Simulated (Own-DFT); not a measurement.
## Calculated data, Si23GeO48 (quartz with substituted atoms, atoms displaced)

Computed with Own-DFT development build. A calculation, not a measurement: plane-wave PBE and HSE06 DFT by an unreviewed code, no spin, of a simulated cell at Gamma alone, so results move with cell size and shape, stress positive in tension, energies less offsets, not probed for a lower state with spin; oxygen file: force components 24 meV/angstrom off all-electron in a glass; k mesh not checked against a denser one; forces and stress are PBE's, HSE06 gives the energy alone, and its difference from PBE has offsets of its own; offsets are fitted by least squares, one for each functional and potential file, so energies compare only between cells with the same atoms and settings and are not formation energies; the far tail of each file's local potential was reset to the Coulomb form; each entry is a single point on an unrelaxed cell, so the pressure reflects the starting lattice, mostly measured values (interpolated for alloys), from which strain is counted, and rises with the displacements; printed positions are rounded, which can move forces by about a meV/angstrom; the program, named Own-DFT, is a retired in-house code; no spin-orbit coupling.

Common to all runs: first functional PBE; second functional HSE06; exact exchange share 0.25; screening 0.11 1/bohr; exchange divergence Gygi-Baldereschi; potential files PseudoDojo norm-conserving, scalar-relativistic, made for PBE, standard set; wave cutoff 48 hartree; occupations fixed; k mesh 1 x 1 x 1 centred on Gamma.

(1) Si23GeO48 (quartz with substituted atoms, atoms displaced)

```xyz
72
Lattice="9.8268 0.0000 0.0000 -4.9134 8.5103 0.0000 0.0000 0.0000 10.8104" Properties=species:S:1:pos:R:3 Si23GeO48
Ge     2.3450     0.0539     0.1061
Si     8.5812     1.9729     3.6363
Si     1.3786     2.3090     1.8149
O      1.2934     1.0801     0.5802
O      2.7766     2.4962     2.5327
O      3.1046     0.7812     4.2522
O     -1.1293     3.2549     4.6460
O      0.2556     1.7388     2.8906
O      0.6787     3.6000     1.0649
Si     2.3511     0.1511     5.3298
Si    -1.0126     2.0610     9.0081
Si     1.3267     2.5028     7.1707
O      1.3361     1.0846     6.0293
O      2.8189     2.5509     7.8220
O      3.3149     0.5155     9.6866
O     -1.1160     3.0257    10.1593
O      0.3201     1.6584     8.2749
O      0.7001     3.5787     6.4735
Si    -0.1563     4.3190    10.7374
Si     6.0803     6.3260     3.5733
Si    -1.2005     6.6109     1.8392
O     -1.0618     5.3792     0.5949
O      0.2543     6.7973     2.3303
O      0.7315     4.9257     4.2602
O     -3.6306     7.3621     4.6385
O     -2.0635     5.8791     3.0050
O     -1.6752     7.9450     1.1526
Si    -0.2443     4.3351     5.6244
Si    -3.5227     6.1735     8.9563
Si    -1.0630     6.4351     7.2289
O     -1.1652     5.4553     6.0560
O      0.2974     6.7888     7.7921
O      0.7180     4.9874     9.6809
O     -3.6291     7.5396    10.3509
O     -2.1519     6.0246     8.4224
O     -1.8151     7.7914     6.6151
Si     7.1667     0.0459    10.6291
Si     3.6999     1.9693     3.5092
Si     6.3177     2.3781     1.7538
O      6.2694     1.1080     0.7090
O      7.6065     2.3874     2.4679
O      8.0947     0.7333     4.3685
O      3.8681     3.0894     4.7004
O      5.1697     1.8372     2.9409
O      5.7488     3.7116     1.3458
Si     2.2925     8.3537     5.3480
Si     3.6662     1.9632     8.9357
Si     6.0530     2.1786     7.2834
O      6.2358     1.0791     5.9480
O      7.6512     2.5105     7.8407
O      8.0419     0.7462     9.6285
O      3.7789     3.1530    10.1059
O      5.1551     1.7684     8.3805
O      5.7109     3.5410     6.4971
Si     4.8560     4.2234    10.7436
Si     1.4217     6.2179     3.7378
Si     3.7298     6.4753     1.8418
O      3.9156     5.4887     0.5994
O      5.1386     6.7506     2.3982
O      5.6995     4.9260     4.2929
O      1.2698     7.4504     4.7497
O      2.7106     6.0156     2.9645
O      3.0670     7.8528     1.2035
Si     4.7884     4.3276     5.3695
Si     1.3510     6.1963     9.1677
Si     3.6399     6.6491     7.1899
O      3.8355     5.4698     6.0988
O      5.3143     6.7914     7.8549
O      5.6195     4.9705     9.6450
O      1.2930     7.3919    10.2325
O      2.7845     6.0175     8.2786
O      3.2231     7.9086     6.5643
```

- PBE energy of cell above offsets: -1.643 eV
- HSE06 less PBE above offsets: 0.168 eV
- PBE pressure: 15.37 GPa
- PBE stress xx: -16.38 GPa
- PBE stress yy: -15.37 GPa
- PBE stress zz: -14.37 GPa
- PBE stress yz: 5.79 GPa
- PBE stress xz: 0.92 GPa
- PBE stress xy: 0.18 GPa

Force:
| element | x (eV/Å) | y (eV/Å) | z (eV/Å) |
| --- | --- | --- | --- |
| Ge | -0.397 | 0.528 | -6.458 |
| Si | 4.032 | 3.494 | -1.115 |
| Si | -4.723 | -1.808 | -2.026 |
| O | -5.595 | 10.27 | 5.718 |
| O | -5.979 | 3.589 | -7.079 |
| O | 2.686 | -1.296 | -3.495 |
| O | 0.776 | 0.703 | 1.836 |
| O | -0.127 | 0.404 | 0.588 |
| O | 2.474 | -0.802 | 1.337 |
| Si | -4.156 | -8.391 | 6.043 |
| Si | -4.698 | -3.227 | -4.057 |
| Si | 3.492 | -13.96 | 3.618 |
| O | -1.312 | 4.671 | 2.632 |
| O | -3.608 | 2.09 | -3.479 |
| O | 3.607 | 4.046 | -5.485 |
| O | 1.621 | 5.224 | 3.356 |
| O | 2.483 | 1.871 | -1.03 |
| O | 0.312 | 5.006 | 0.481 |
| Si | -3.674 | -3.793 | 3.537 |
| Si | 4.631 | -4.382 | -2.219 |
| Si | 0.33 | -3.781 | -0.485 |
| O | -1.976 | 2.591 | 1.118 |
| O | 4.414 | -0.346 | 3.316 |
| O | -0.907 | -1.802 | 3.164 |
| O | 2.04 | 5.946 | 4.337 |
| O | -3.513 | 1.545 | 0.227 |
| O | 7.161 | -4.135 | 9.176 |
| Si | -2.579 | -1.239 | -12.2 |
| Si | -5.383 | 6.633 | 3.234 |
| Si | -5.932 | 5.119 | 1.448 |
| O | -1.576 | -0.691 | -0.658 |
| O | 5.094 | -0.742 | 3.297 |
| O | 0.014 | -5.022 | -1.125 |
| O | -4.658 | -8.957 | -5.976 |
| O | 6.504 | -1.46 | -2.087 |
| O | 0.431 | 0.999 | -1.671 |
| Si | -0.012 | -0.022 | 8.46 |
| Si | 8.95 | 1.69 | 5.298 |
| Si | -5.557 | -7.008 | 0.36 |
| O | -0.177 | 1.096 | -1.229 |
| O | 4.849 | 0.942 | 1.784 |
| O | 0.107 | -3.658 | 0.481 |
| O | -0.116 | 1.959 | 1.324 |
| O | 1.466 | -0.464 | -1.422 |
| O | -2.714 | 5.034 | -4.84 |
| Si | 0.771 | 8.395 | 3.345 |
| Si | 2.234 | -2.55 | 5.754 |
| Si | 7.838 | 0.806 | -7.472 |
| O | -0.307 | 0.262 | 2.518 |
| O | -0.203 | -0.401 | 0.337 |
| O | 2.691 | 0.434 | -3.062 |
| O | 0.681 | -0.129 | 0.285 |
| O | -2.982 | -2.021 | 4.037 |
| O | -1.018 | 1.377 | 0.025 |
| Si | -2.919 | 0.326 | 4.69 |
| Si | -6.444 | 1.424 | -3.46 |
| Si | -2.322 | 2.568 | -4.339 |
| O | 0.163 | -2.808 | -1.052 |
| O | 1.841 | 0.742 | 0.459 |
| O | 1.213 | 0.974 | -2.32 |
| O | -2.442 | -3.883 | -1.818 |
| O | 2.575 | -1.315 | 0.23 |
| O | 0.29 | -0.073 | -1.207 |
| Si | -2.359 | -3.462 | 2.343 |
| Si | 2.705 | 7.637 | -6.274 |
| Si | 8.912 | -5.265 | 1.766 |
| O | 0.002 | -1.045 | -1.367 |
| O | -3.123 | 0.097 | -1.424 |
| O | 1.253 | -2.067 | -0.838 |
| O | -1.12 | -1.991 | -1.871 |
| O | -4.562 | -1.378 | 4.902 |
| O | -1.471 | 4.871 | -2.223 |

(2) Si23GeO48 (quartz with substituted atoms, atoms displaced)

```xyz
72
Lattice="9.8268 0.0000 0.0000 -4.9134 8.5103 0.0000 0.0000 0.0000 10.8104" Properties=species:S:1:pos:R:3 Si23GeO48
Si     2.1827     0.0093     0.1489
Si     8.5759     2.0292     3.5917
Ge     1.3754     2.3130     1.8918
O      1.4339     1.0895     0.7447
O      2.8180     2.3856     2.4575
O      3.3541     0.6447     4.2285
O     -0.8553     3.1235     4.8211
O      0.2929     1.7624     2.8587
O      0.8104     3.5515     1.0921
Si    -2.4663     8.4770     5.3846
Si     8.6175     1.9817     8.9420
Si     1.2777     2.1968     7.1741
O      1.3212     1.0688     6.0109
O      2.7938     2.5235     8.0068
O      3.2826     0.5261     9.6866
O     -1.0547     3.1641    10.0603
O      0.3108     1.7745     8.3290
O      0.8930     3.7183     6.5729
Si    -0.0966     4.1239    10.7579
Si    -3.5713     6.3743     3.6404
Si    -1.1715     6.5860     1.8256
O     -1.0295     5.4383     0.5979
O      0.2467     6.8291     2.4286
O      0.7969     4.8943     4.1948
O     -3.4053     7.3540     4.8453
O     -2.1318     6.0075     2.9455
O     -1.7053     7.8263     1.1387
Si    -0.0840     4.1756     5.4269
Si     6.1038     6.2318     8.9873
Si    -1.0837     6.5706     7.3154
O     -1.1928     5.4315     5.9901
O      0.3057     6.7365     7.8338
O      0.7357     4.7999     9.6075
O     -3.4421     7.3817    10.1424
O     -2.3088     6.0029     8.2660
O     -1.8108     7.7851     6.6531
Si     2.2834     8.4092     0.1669
Si     3.8185     2.0348     3.6204
Si     6.1982     2.2451     1.8564
O      6.4347     1.1607     0.7318
O      7.6498     2.5414     2.4080
O      8.2018     0.7214     4.2704
O      3.8295     3.0717     4.8428
O      5.1945     1.7458     2.9852
O      5.6096     3.5738     1.1827
Si     7.1978     0.0042     5.4490
Si     3.8283     2.0469     9.0248
Si     6.0697     2.2105     7.1207
O      6.3106     1.0731     6.1219
O      7.4832     2.3666     7.9423
O      8.2094     0.5894     9.6009
O      3.9091     3.0821    10.0683
O      5.3200     1.8007     8.5091
O      5.6440     3.7840     6.6485
Si     4.7778     4.2837    10.7522
Si     1.2293     6.3597     3.4779
Si     3.8005     6.3497     1.7807
O      3.8287     5.3922     0.5942
O      5.1707     6.7339     2.5278
O      5.7643     4.9599     4.3409
O      1.3459     7.4920     4.6715
O      2.7911     6.1071     2.9329
O      3.2241     7.7510     1.2273
Si     4.8534     4.2975     5.3873
Si     1.2862     6.2929     8.9129
Si     3.6107     6.6654     7.0854
O      3.9697     5.4408     6.0293
O      5.2426     6.5694     7.8969
O      5.7238     4.8626     9.6626
O      1.2419     7.4248    10.1311
O      2.9745     6.2071     8.4165
O      3.3904     7.9904     6.5229
```

* PBE energy of cell above offsets: -8.411 eV
* HSE06 less PBE above offsets: -0.149 eV
* PBE pressure: 14.45 GPa
* PBE stress xx: -14.62 GPa
* PBE stress yy: -13.62 GPa
* PBE stress zz: -15.11 GPa
* PBE stress yz: 1.85 GPa
* PBE stress xz: -4.22 GPa
* PBE stress xy: 1.08 GPa

Force:
| element | x (eV/Å) | y (eV/Å) | z (eV/Å) |
| --- | --- | --- | --- |
| Si | 6.549 | -4.306 | -7.46 |
| Si | 5.356 | 2.945 | -0.817 |
| Ge | -0.774 | -1.338 | -3.365 |
| O | -4.253 | 3.366 | 0.82 |
| O | 7.385 | 1.82 | 2.325 |
| O | -0.655 | -1.992 | 1.285 |
| O | -6.169 | -7.933 | -5.092 |
| O | -8.272 | -2.793 | 7.282 |
| O | -1.138 | 5.562 | -2.4 |
| Si | -1.013 | 2.37 | 1.656 |
| Si | 1.021 | -0.483 | 1.35 |
| Si | 3.31 | 1.867 | 0.433 |
| O | 1.336 | 0.109 | -0.38 |
| O | -4.507 | 0.482 | -5.006 |
| O | -0.104 | 2.122 | 0.476 |
| O | -2.34 | -2.691 | -1.088 |
| O | -1.833 | -0.326 | 0.818 |
| O | 1.321 | -1.728 | 1.581 |
| Si | -1.651 | 5.215 | 1.94 |
| Si | 0.683 | -3.202 | -0.626 |
| Si | -0.368 | -4.997 | -2.973 |
| O | 0.974 | -1.065 | 0.731 |
| O | 0.369 | 1.887 | -1.428 |
| O | 0.425 | 1.424 | -0.457 |
| O | -1.412 | -0.076 | -0.821 |
| O | -1.395 | -0.004 | 1.379 |
| O | -0.386 | 2.824 | 0.553 |
| Si | 2.173 | 10.51 | 2.286 |
| Si | 6.84 | 0.711 | 5.297 |
| Si | -8.439 | -5.228 | -3.106 |
| O | 2.847 | -0.805 | 0.88 |
| O | 3.206 | 1.813 | -0.936 |
| O | 3.041 | 3.359 | -3.103 |
| O | -2.338 | -1.683 | -0.254 |
| O | 3.498 | -0.299 | 0.11 |
| O | 1.15 | 3.168 | -0.565 |
| Si | 0.953 | 1.05 | -5.635 |
| Si | -1.433 | 0.315 | 1.494 |
| Si | -0.738 | 1.085 | -1.446 |
| O | -0.948 | -0.664 | -0.313 |
| O | 0.887 | 0.93 | 1.154 |
| O | -2.463 | -3.64 | 2.633 |
| O | 1.136 | 1.487 | 0.277 |
| O | 2.671 | -0.654 | -0.311 |
| O | -0.463 | 0.97 | -0.366 |
| Si | 2.693 | 0.178 | -3.488 |
| Si | -0.96 | -8.582 | -0.376 |
| Si | 1.068 | 4.704 | 5.056 |
| O | -1.825 | -0.394 | -1.563 |
| O | 0.379 | 1.284 | -2.506 |
| O | -1.469 | -2.097 | 2.975 |
| O | 0.412 | 6.017 | 6.184 |
| O | -0.525 | -0.787 | -1.908 |
| O | 1.761 | -4.094 | 1.279 |
| Si | 0.114 | -3.082 | 0.783 |
| Si | 3.647 | -3.725 | 4.167 |
| Si | 0.604 | 3.553 | 1.698 |
| O | -0.292 | -1.996 | -2.003 |
| O | 0.608 | 0.297 | -0.581 |
| O | 1.694 | 0.624 | -2.748 |
| O | -0.034 | -0.539 | 0.257 |
| O | -3.334 | -1.364 | 2.468 |
| O | 0.43 | 0.744 | -0.198 |
| Si | -2.899 | -0.721 | 0.732 |
| Si | 3.715 | -2.715 | 5.911 |
| Si | 8.647 | -9.075 | 2.762 |
| O | -2.963 | 2.501 | 0.515 |
| O | -8.268 | 3.793 | -8.284 |
| O | 0.322 | -1.137 | 0.526 |
| O | 0.975 | -0.29 | 0.207 |
| O | -6.256 | -0.995 | 2.624 |
| O | -2.279 | 6.411 | -3.29 |

(3) Si23GeO48 (quartz with substituted atoms, atoms displaced)

```xyz
72
Lattice="9.8268 0.0000 0.0000 -4.9134 8.5103 0.0000 0.0000 0.0000 10.8104" Properties=species:S:1:pos:R:3 Si23GeO48
Si     2.3088     0.1431     0.0768
Si    -1.1535     2.0401     3.5233
Si     1.2481     2.4720     1.9092
O      1.3606     1.1089     0.5930
O      2.8212     2.6164     2.3651
O      3.1623     0.7413     4.2233
O     -1.0103     3.1586     4.8882
O      0.3629     1.7498     2.8926
O      0.8332     3.6786     1.1586
Si    -2.7208     8.4764     5.3623
Si     8.6469     1.8334     8.9506
Si     1.2305     2.2685     7.0756
O      1.3166     1.2131     6.0110
O      2.7744     2.3010     7.8018
O      3.2414     0.5412     9.6772
O     -0.9823     3.0201    10.0950
O      0.3994     1.8188     8.3836
O      0.8416     3.6733     6.5858
Si    -0.1742     4.3897    10.8051
Si    -3.4050     6.2638     3.4775
Si    -1.1871     6.4752     1.7199
O     -1.1144     5.4172     0.6091
O      0.3425     6.7967     2.5593
O      0.7199     5.0171     4.2204
O     -3.4847     7.1780     4.9860
O     -2.0536     5.9897     2.9035
O     -1.7566     7.8359     1.2287
Si    -0.1585     4.4185     5.3785
Si     6.2200     6.1726     8.9557
Si    -1.2821     6.4976     7.2926
O     -1.0309     5.3050     6.1235
O      0.2457     6.8287     7.7306
O      0.8575     4.9541     9.7617
O     -3.4749     7.3222    10.1594
O     -2.2437     5.8814     8.5613
O     -1.8588     7.9106     6.6401
Si     7.1992     0.0045     0.0235
Si     3.8042     2.0848     3.5911
Si     6.2835     2.2763     1.8110
O      6.2634     1.1279     0.6699
O      7.6442     2.5792     2.2939
O      8.1473     0.6447     4.1338
O      3.9152     3.0163     4.6505
O      5.1172     1.7463     2.9672
O      5.6881     3.7264     1.1103
Si     7.2246     0.1366     5.4265
Si     3.7187     2.0065     8.9426
Si     6.1754     2.3271     7.1128
O      6.2251     1.0270     5.9330
O      7.7006     2.3212     7.9146
O      8.1725     0.6038     9.6376
O      3.7808     3.2136    10.2015
O      5.4109     1.8467     8.3454
O      5.7842     3.6522     6.5531
Si     4.7311     4.1909     0.0195
Ge     1.3883     6.2484     3.6322
Si     3.8370     6.5525     1.7539
O      3.8608     5.4397     0.6167
O      5.2450     6.7136     2.4686
O      5.7076     4.8473     4.3014
O      1.3401     7.3169     4.7494
O      2.7452     6.0320     2.9147
O      3.3271     7.9098     1.2641
Si     4.6090     4.2369     5.4249
Si     1.3659     6.2636     9.0177
Si     3.7523     6.5560     7.2336
O      3.7259     5.3763     6.2103
O      5.3161     6.8471     7.9775
O      5.6070     4.9704     9.6361
O      1.3800     7.4238    10.2131
O      2.8531     5.8880     8.2216
O      3.3810     7.9553     6.4651
```

- PBE energy of cell above offsets: -3.098 eV
- HSE06 less PBE above offsets: 0.205 eV
- PBE pressure: 14.02 GPa
- PBE stress xx: -14.12 GPa
- PBE stress yy: -15.59 GPa
- PBE stress zz: -12.35 GPa
- PBE stress yz: -0.29 GPa
- PBE stress xz: 4.41 GPa
- PBE stress xy: 2.95 GPa

Force:
| element | x (eV/Å) | y (eV/Å) | z (eV/Å) |
| --- | --- | --- | --- |
| Si | 1.581 | -9.014 | -3.581 |
| Si | 0.702 | 1.312 | 1.931 |
| Si | 6.663 | -5.105 | -3.337 |
| O | -4.886 | 7.685 | 5.049 |
| O | -0.951 | 0.057 | 0.534 |
| O | -1.584 | -2.269 | 1.169 |
| O | -1.396 | -3.055 | -3.846 |
| O | -4.447 | -1.195 | 3.848 |
| O | -2.979 | 5.512 | -2.948 |
| Si | 2.55 | 3.532 | 1.163 |
| Si | 7.305 | 4.983 | 1.408 |
| Si | 1.219 | 0.628 | 5.614 |
| O | 0.12 | -4.218 | -4.381 |
| O | -2.058 | 1.644 | -3.308 |
| O | 2.836 | 3.036 | -2.08 |
| O | 0.604 | 2.858 | 1.935 |
| O | -1.619 | -0.894 | 0.03 |
| O | -0.957 | 3.45 | -2.233 |
| Si | 0.813 | -7.671 | -1.773 |
| Si | -8.238 | -1.223 | 6.138 |
| Si | 5.595 | 4.063 | 2.298 |
| O | -1.666 | -0.257 | -0.86 |
| O | -7.673 | 1.933 | -7.931 |
| O | -4.525 | -10.96 | 4.26 |
| O | -1 | -1.98 | -4.217 |
| O | 1.56 | -2.359 | 1.172 |
| O | -0.05 | 1.864 | -0.338 |
| Si | 5.367 | -6.192 | -0.816 |
| Si | -3.775 | 4.511 | 7.479 |
| Si | -0.263 | 0.052 | -0.295 |
| O | -5.787 | 6.487 | 4.811 |
| O | 2.309 | -1.021 | 3.127 |
| O | 0.795 | 0.394 | -1.297 |
| O | 0.781 | 1.498 | 1.222 |
| O | 10.88 | -1.311 | -5.833 |
| O | 0.987 | -1.153 | 0.768 |
| Si | 3.742 | 1.096 | 1.708 |
| Si | -6.103 | -6.945 | -7.058 |
| Si | -8.926 | -0.168 | -2.193 |
| O | -0.126 | 0.355 | 0.138 |
| O | 7.273 | 0.884 | 4.117 |
| O | -0.371 | 0.471 | 0.413 |
| O | 0.196 | 8.707 | 9.824 |
| O | 7.397 | -0.414 | -4.053 |
| O | 3.249 | -3.513 | 3.819 |
| Si | 5.127 | -9.538 | -5.355 |
| Si | 3.706 | -1.72 | 4.192 |
| Si | 5.182 | -5.075 | 0.855 |
| O | -6.132 | 8.467 | 5.053 |
| O | -4.794 | 2.216 | -6.414 |
| O | -2.294 | -5.803 | 3.571 |
| O | -3.165 | -5.438 | -4.032 |
| O | -5.989 | -1.229 | 3.941 |
| O | -2.927 | 4.518 | -3.121 |
| Si | 1.256 | 6.329 | -1.898 |
| Ge | 1.434 | 3.308 | -3.396 |
| Si | -0.933 | -3.282 | 1.992 |
| O | -0.426 | -0.378 | -0.256 |
| O | 2.128 | 0.551 | 0.643 |
| O | -0.028 | 0.932 | -0.729 |
| O | 2.085 | 9.326 | 8.896 |
| O | 9.392 | -1.626 | -4.536 |
| O | -2.6 | 4.238 | -3.166 |
| Si | 3.91 | 2.327 | -0.434 |
| Si | -0.317 | 1.393 | -2.577 |
| Si | 6.022 | 4.512 | -1.65 |
| O | 1.305 | -3.497 | -3.901 |
| O | -6.503 | 1.858 | -6.487 |
| O | -2.348 | -5.208 | 2.285 |
| O | -1.179 | -2.756 | -2.229 |
| O | -6.745 | -0.465 | 6.551 |
| O | -0.313 | -0.048 | 0.596 |
